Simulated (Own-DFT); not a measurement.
# Strain and stress in wurtzite GaN, 72 atoms (Ga36N36)

Source: density functional calculations with Own-DFT, an unreviewed in-house program that is no longer used. Nothing was measured or relaxed, and spin and spin-orbit coupling are left out.

All runs used: PBE; PseudoDojo norm-conserving scalar-relativistic files; cutoff 42 hartree; 4 x 4 x 3 k mesh centred on Gamma; Fermi-Dirac smearing of 0.1 eV.

Known weak points: forces not confirmed at this smearing and k mesh; stress not checked against mesh or cutoff.

Unstrained cell vectors in Å: (9.567, 0.000, 0.000); (-4.783, 8.285, 0.000); (0.000, 0.000, 10.370). The unstrained cell has measured lattice constants (interpolated for alloys), not those of this functional. That, the random moves and any unrelaxed bonds set the pressure at no strain. A uniform strain is put on this cell, atoms riding along. Each atom got a random Gaussian move of width 0.05 Å along each axis. Strains are tensor components in per cent; tension counts as positive stress, and P is minus the mean normal stress.

```
run,e_xx (%),e_yy (%),e_zz (%),e_yz (%),e_xz (%),e_xy (%),s_xx (GPa),s_yy (GPa),s_zz (GPa),s_yz (GPa),s_xz (GPa),s_xy (GPa),P (GPa),E (meV/atom)
1,-0.80,0.90,0.30,0.72,0.80,0.15,-10.18,-4.83,-5.41,1.84,0.26,0.90,6.81,9.2
2,1.60,1.59,-1.29,0.13,0.29,1.41,-1.42,-0.26,-10.49,0.28,0.51,4.58,4.06,9.8
3,1.20,-0.50,-1.75,1.30,0.21,0.50,-5.46,-9.64,-16.07,3.00,0.11,2.02,10.39,33.8
4,0.61,0.02,0.55,1.47,-1.96,1.51,-7.08,-4.52,-5.20,2.60,-4.09,4.51,5.60,21.3
5,-1.59,0.84,1.79,1.06,-0.29,-1.43,-13.33,-3.68,-1.10,1.43,-1.19,-5.35,6.04,17.0
6,-1.33,0.68,-0.63,-1.23,-0.78,1.66,-13.59,-7.70,-10.36,-2.52,-1.55,5.00,10.55,31.3
7,0.61,-0.82,-1.93,0.16,0.22,-1.74,-7.36,-12.11,-16.48,-0.25,0.19,-5.46,11.98,21.7
8,0.55,-1.53,1.41,0.55,0.94,0.36,-4.75,-12.96,-3.27,0.68,2.22,0.32,6.99,12.2
9,0.87,1.27,1.67,-1.84,0.26,-1.45,-2.02,-0.70,0.60,-3.38,0.64,-3.01,0.71,8.4
10,-0.68,0.45,0.38,0.08,1.51,0.05,-12.99,-5.44,-5.65,0.46,3.18,0.62,8.03,32.6
11,1.27,0.40,1.93,-0.44,0.36,-0.07,-0.64,-2.93,0.83,-1.22,0.96,0.19,0.92,1.1
12,1.66,1.73,-0.07,-1.29,-0.63,1.42,1.62,-0.41,-6.07,-2.67,-1.63,3.32,1.62,11.9
13,0.16,0.10,0.07,0.37,0.89,0.10,-6.05,-7.48,-6.17,0.75,1.34,1.49,6.57,0.0
14,-1.02,0.10,1.30,-1.86,0.84,-0.20,-12.23,-7.68,-4.11,-3.45,2.39,-1.09,8.01,42.0
15,1.15,-1.76,1.08,-0.36,1.47,0.17,?,?,?,?,?,?,?,?
```

The last column gives the free energy per atom over the lowest of the runs shown.

## Fit

Regress every stress component on the fractional strains (shears doubled) of the visible runs, with a constant. Shear strains stay in the fit of a normal stress only where such slopes are resolved. The slopes, in GPa:

```
stress,at no strain,per e_xx,per e_yy,per e_zz,scatter
s_xx,-8.3,455 ± 33,77 ± 39,84 ± 28,1.26
s_yy,-7.7,100 ± 25,397 ± 30,85 ± 22,0.97
s_zz,-7.9,45 ± 19,108 ± 23,406 ± 17,0.74
```

The slope of each shear stress on twice its own strain, from a fit on all six strains: yz 97 ± 5, xz 101 ± 7, xy 148 ± 13 GPa. These are stiffnesses along x, y and z of the frame in which the cell vectors are given, with the crystal's c axis along z: C11, C12, C13 and C33. Hexagonal symmetry asks that xx and yy behave alike, which is a second check on the noise. The atoms are held to the strained lattice; where symmetry lets them move under strain, relaxing them would lower some slopes. The table should be nearly symmetric about its diagonal, and what it lacks of that shows the noise. A ninth of the table's sum, 195 ± 6 GPa, estimates the bulk modulus near the mean pressure of these runs, 6.3 GPa, so it lies above the value at zero pressure.

## The run left out

The question: what normal stresses and pressure should run 15 give?

The fitted form gives s_xx = -3.5, s_yy = -12.6, s_zz = -4.9 and P = 7.0 GPa. The hidden result is -4.51, -11.87, -3.70 and P = 6.69 GPa.
